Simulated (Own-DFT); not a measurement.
# One host, several defects: C11b WSi2

No measurement is shown. These are fixed-geometry runs of a retired plane-wave code named Own-DFT, which no person has reviewed; spin and spin-orbit coupling are neglected.

All runs used: PBEsol; PseudoDojo norm-conserving scalar-relativistic files, made for PBE; cutoff 50 hartree; 5 x 5 x 5 k mesh centred on Gamma; cold (Marzari-Vanderbilt) smearing of 0.2 eV.

Caveats: forces on such cells failed a check on a denser k mesh; stress not checked against mesh or cutoff.

All runs share one cell, with vectors in Å (-2.148, -5.953, 3.409); (-6.444, 2.976, 1.136); (-2.553, -2.948, -6.757) and a volume of 403.2 Å³. Atoms were moved at random from their sites; u is the rms move along one axis. The defect's site can differ from row to row.

| cell | formula | u (Å) | P (GPa) |
|---|---|---|---|
| no defect | Si20W10 | 0.0170 | 0.30 |
| no defect | Si20W10 | 0.0213 | 0.62 |
| no defect | Si20W10 | 0.0549 | 2.67 |
| one Si vacancy | Si19W10 | 0.0281 | -0.84 |
| one Si vacancy | Si19W10 | 0.0478 | 0.44 |
| one Si vacancy | Si19W10 | 0.0489 | 0.45 |
| one W vacancy | Si20W9 | 0.0302 | -0.49 |
| one W vacancy | Si20W9 | 0.0460 | 1.04 |
| one W vacancy | Si20W9 | 0.0548 | 1.43 |
| one Si on a W site | Si21W9 | 0.0284 | 2.29 |
| one Si on a W site | Si21W9 | 0.0470 | 3.63 |
| one Si on a W site | Si21W9 | 0.0472 | 3.03 |
| one W on a Si site | Si19W11 | 0.0290 | 5.52 |
| one W on a Si site | Si19W11 | 0.0311 | 5.55 |
| one W on a Si site | Si19W11 | 0.0469 | ? |
| one W on a Si site | Si19W11 | 0.0500 | 7.23 |

## Analysis

P = P0 + c u² + a shift for each defect gives P0 = 0.09 GPa, c = 879 ± 65 GPa/Å² and a scatter of 0.22 GPa. The shifts, and each times the cell's volume:

- one W on a Si site: 4.75 ± 0.18 GPa, 11.9 eV
- one Si on a W site: 1.36 ± 0.18 GPa, 3.4 eV
- one W vacancy: -1.20 ± 0.19 GPa, -3.0 eV
- one Si vacancy: -1.68 ± 0.18 GPa, -4.2 eV

A positive shift means that the defect pushes the cell outwards. Shift times volume (160.2 GPa Å³ is 1 eV) depends little on the cell's size, so, taken for each site, it can be compared between cells at like pressure. The atoms around the defects weren't relaxed, which would change these numbers.

## Test on the hidden row

Q: what pressure belongs in the blank (one W on a Si site, u = 0.0469 Å)?

The fitted form gives 6.77 ± 0.26 GPa. The run itself gave 6.22 GPa.
